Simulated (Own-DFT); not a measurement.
# An alloy series: diamond-structure SiGe

All numbers below are calculated, not measured. They come from Own-DFT, an in-house plane-wave density functional program, since retired, whose code no person has reviewed. Each row is one single-point run on a periodic cell that was not relaxed, without spin or spin-orbit coupling.

Settings of every run: PBE; PseudoDojo norm-conserving scalar-relativistic files; cutoff 42 hartree; 5 x 5 x 5 k mesh centred on Gamma; Fermi-Dirac smearing of 0.1 eV.

Known limits, some of them of some rows only: forces on such cells failed a check on a denser k mesh; forces on such cells moved up to 12 meV/angstrom on a denser k mesh; forces on such cells passed a denser k mesh, each cell not checked; stress not checked against mesh or cutoff.

Each cell has 16 atoms, with Ge and Si placed at random on their shared sites; x is the share of Ge. Lattice constants follow the straight line between measured values of the end members, and atoms start on the ideal sites of that lattice. Every atom was also moved at random, by a Gaussian of width 0.03 Å on each axis. u is the rms move along one axis. dE is the free energy for each Ge or Si site above the straight-line part, a + b x, of the fit below.

```
    x     cell   u (Å)  volume (Å³/atom)  P (GPa)  dE (meV/site)
0.125  Ge2Si14  0.0290            20.340     2.16            8.5
0.125  Ge2Si14  0.0321            20.340     2.28           14.0
0.125  Ge2Si14  0.0310            20.340     2.30           17.7
0.125  Ge2Si14  0.0298            20.340     2.12            8.1
0.250  Ge4Si12  0.0315            20.659        ?              ?
0.500   Ge8Si8  0.0322            21.306     2.90           37.7
0.500   Ge8Si8  0.0330            21.306     2.86           30.9
0.500   Ge8Si8  0.0311            21.306     2.73           24.7
0.500   Ge8Si8  0.0270            21.306     2.79           25.1
0.750  Ge12Si4  0.0354            21.966     3.31           19.5
0.750  Ge12Si4  0.0298            21.966     3.40           23.6
0.750  Ge12Si4  0.0313            21.966     3.32           17.5
0.750  Ge12Si4  0.0287            21.966     3.30           15.1
0.875  Ge14Si2  0.0365            22.302     3.82           24.6
0.875  Ge14Si2  0.0312            22.302     3.62           11.8
0.875  Ge14Si2  0.0301            22.302     3.62           10.8
0.875  Ge14Si2  0.0309            22.302     3.70           18.0
```

## Worked fit

Fit E = a + b x + W x (1 - x) + k (u² - 0.03²) to the rows shown. It gives W = 107 ± 20 meV/site and k = 20 ± 8 eV/Å², with a scatter of 4.7 meV/site. Part of W is bond strain that relaxing the atoms would remove. The pressures follow P = 2.08 + 0.95 x + 1.00 x² GPa, with a scatter of 0.08.

## Withheld member

Question: what pressure and dE should the cell at x = 0.250 give?

The fits give 2.4 GPa and 22 meV/site. The calculation gave 2.43 GPa and 24.4 meV/site.
